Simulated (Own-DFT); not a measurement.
# Same atoms, different arrangement: C16Si16, 32 atoms

Source: density functional calculations with Own-DFT, an unreviewed in-house program that is no longer used. Nothing was measured or relaxed, and spin and spin-orbit coupling are left out.

Common settings: PBE; PseudoDojo norm-conserving scalar-relativistic files; cutoff 42 hartree; 5 x 5 x 3 k mesh centred on Gamma; Fermi-Dirac smearing of 0.1 eV.

Caveats: forces on such cells passed a denser k mesh, each cell not checked; stress not checked against mesh or cutoff.

All cells hold the same atoms in the same cell, with vectors in Å (6.165, 0.000, 0.000); (-3.083, 5.339, 0.000); (0.000, 0.000, 10.068). Atoms are randomly off their ideal sites, by an rms of u per axis. E is the free energy of the cell above the lowest run. The arrangements:

- A: 2H SiC
- B: 4H SiC

```
arrangement,u (Å),E (eV),P (GPa)
A,0.0298,0.000,3.81
A,0.0308,0.326,3.99
A,0.0311,0.206,3.95
A,0.0597,2.666,5.64
A,0.0622,3.090,6.35
A,0.0628,3.823,7.21
B,0.0304,0.143,3.77
B,0.0306,0.004,3.68
B,0.0336,0.414,4.07
B,0.0569,3.000,6.10
B,0.0577,2.677,5.42
B,0.0652,4.540,6.93
```

The question: once the cost of the random moves is taken out, how do the arrangements rank?

## Solution

Fit E = a + b u², with one b for all and one a for each arrangement, and with residuals divided by u², since the noise grows with the moves. Then b = 1146 eV/Å², the scatter at u = 0.04 Å is 0.19 eV, and against A:

- B: -0.03 ± 0.09 eV (not told apart from A)

The cells share one lattice and weren't relaxed, which can shift such small differences either way.
